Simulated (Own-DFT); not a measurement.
# Response to strain: wurtzite AlN, 128 atoms (Al64N64)

Calculated, not measured: single-point runs of Own-DFT, a retired in-house plane-wave DFT program that no person has reviewed, on unrelaxed cells, without spin or spin-orbit coupling.

Method: PBE; PseudoDojo norm-conserving scalar-relativistic files; cutoff 42 hartree; 3 x 3 x 3 k mesh centred on Gamma; Gaussian smearing of 0.01 eV.

Keep in mind: k mesh not checked against a denser one; stress not checked against mesh or cutoff.

Unstrained cell vectors in Å: (12.448, 0.000, 0.000); (-6.224, 10.780, 0.000); (0.000, 0.000, 9.964). The unstrained cell has measured lattice constants (interpolated for alloys), not those of this functional. That, the random moves and any unrelaxed bonds set the pressure at no strain. Each run strains this cell uniformly, with the atoms carried along. All atoms carry random offsets, Gaussian with a width of 0.05 Å per axis. Strain is the symmetric tensor, in per cent. Stress is positive in tension, and the pressure is minus a third of its trace.

| run | e_xx (%) | e_yy (%) | e_zz (%) | e_yz (%) | e_xz (%) | e_xy (%) | s_xx (GPa) | s_yy (GPa) | s_zz (GPa) | s_yz (GPa) | s_xz (GPa) | s_xy (GPa) | P (GPa) | E (meV/atom) |
|---|---|---|---|---|---|---|---|---|---|---|---|---|---|---|
| 1 | 1.66 | 1.99 | -1.98 | -1.95 | 0.16 | 1.53 | 2.12 | 1.96 | -11.89 | -5.75 | 0.08 | 4.89 | 2.60 | 21.8 |
| 2 | 0.88 | -0.54 | -1.60 | -0.88 | 1.46 | -0.82 | -2.64 | -9.15 | -14.27 | -3.49 | 4.12 | -1.11 | 8.69 | 24.4 |
| 3 | 0.05 | 0.66 | 0.36 | 1.85 | 0.51 | 1.37 | -4.87 | -1.95 | -3.50 | 4.83 | 0.94 | 4.52 | 3.44 | 4.5 |
| 4 | 1.66 | 1.48 | -1.85 | -0.62 | 1.78 | -1.51 | 1.71 | 1.14 | -12.39 | -1.49 | 4.70 | -4.61 | 3.18 | 20.8 |
| 5 | 0.55 | 1.65 | 1.08 | -1.09 | 1.37 | 1.81 | -1.70 | 2.58 | 1.56 | -2.21 | 2.85 | 5.39 | -0.81 | 9.2 |
| 6 | 1.54 | 0.62 | 0.71 | -0.22 | -1.52 | -1.98 | 0.31 | -1.49 | -0.32 | -0.58 | -4.53 | -7.31 | 0.50 | 19.5 |
| 7 | -0.35 | 1.02 | 1.07 | -1.63 | 0.87 | 1.35 | -5.56 | -0.28 | -1.42 | -3.88 | 1.32 | 5.03 | 2.42 | 14.4 |
| 8 | 1.74 | 0.93 | -1.07 | 0.68 | 0.76 | -0.33 | 3.08 | -2.68 | -7.96 | 1.20 | 1.86 | -0.47 | 2.52 | 15.0 |
| 9 | -1.89 | -1.09 | 0.75 | 0.72 | -0.25 | -0.04 | -17.92 | -12.48 | -3.60 | 1.57 | -0.07 | -1.32 | 11.33 | 24.5 |
| 10 | -0.28 | 1.89 | 0.53 | 0.22 | 1.05 | 0.94 | -4.80 | 2.72 | -2.28 | 0.37 | 2.36 | 3.31 | 1.45 | 8.0 |
| 11 | -0.85 | -0.23 | -0.07 | -0.09 | -1.10 | -1.00 | -9.28 | -9.05 | -5.35 | -0.73 | -2.83 | -3.32 | 7.89 | 4.6 |
| 12 | -1.23 | 0.43 | -0.57 | -0.37 | -0.46 | 0.62 | -11.76 | -6.10 | -7.81 | -1.29 | -1.03 | 3.31 | 8.55 | 11.1 |
| 13 | -1.36 | -0.59 | 1.32 | -0.92 | -1.59 | -0.25 | -12.60 | -8.79 | -0.73 | -3.32 | -4.61 | -1.71 | 7.37 | 7.8 |
| 14 | 0.28 | -0.11 | 0.71 | -1.98 | 0.40 | -0.42 | -3.90 | -4.88 | -2.79 | -4.91 | 0.83 | -1.76 | 3.86 | 0.0 |
| 15 | 0.12 | -0.36 | -1.43 | -0.88 | -0.12 | -0.43 | -6.93 | -8.54 | -11.64 | -2.59 | -0.73 | -1.71 | 9.04 | 9.8 |
| 16 | 0.08 | 1.62 | 0.49 | 0.38 | 1.37 | -0.78 | ? | ? | ? | ? | ? | ? | ? | ? |

E is the free energy per atom, counted from the lowest run shown.

## Analysis

Each stress component was fitted by least squares to a constant and the strains of the runs shown, as fractions, with shears doubled. Shear strains stay in the fit of a normal stress only where such slopes are resolved. The slopes, in GPa:

| stress | at no strain | per e_xx | per e_yy | per e_zz | scatter |
|---|---|---|---|---|---|
| s_xx | -6.3 | 458 ± 33 | 116 ± 34 | 38 ± 28 | 1.02 |
| s_yy | -6.1 | 96 ± 24 | 449 ± 25 | 102 ± 21 | 0.74 |
| s_zz | -5.5 | 46 ± 29 | 79 ± 29 | 451 ± 24 | 0.87 |

The slope of each shear stress on twice its own strain, from a fit on all six strains: yz 128 ± 6, xz 136 ± 5, xy 162 ± 14 GPa. These are stiffnesses along x, y and z of the frame in which the cell vectors are given, with the crystal's c axis along z: C11, C12, C13 and C33. Hexagonal symmetry asks that xx and yy behave alike, which is a second check on the noise. The atoms are held to the strained lattice; where symmetry lets them move under strain, relaxing them would lower some slopes. Slopes across the diagonal should nearly agree, so their difference gauges the noise. A ninth of the table's sum, 204 ± 5 GPa, estimates the bulk modulus near the mean pressure of these runs, 4.8 GPa, so it lies above the value at zero pressure.

## Check

Question: what normal stresses and pressure should run 16 give?

Estimate: s_xx = -3.9, s_yy = 1.7, s_zz = -2.0 and P = 1.4 GPa. The hidden result is -1.66, 2.91, -4.65 and P = 1.13 GPa.
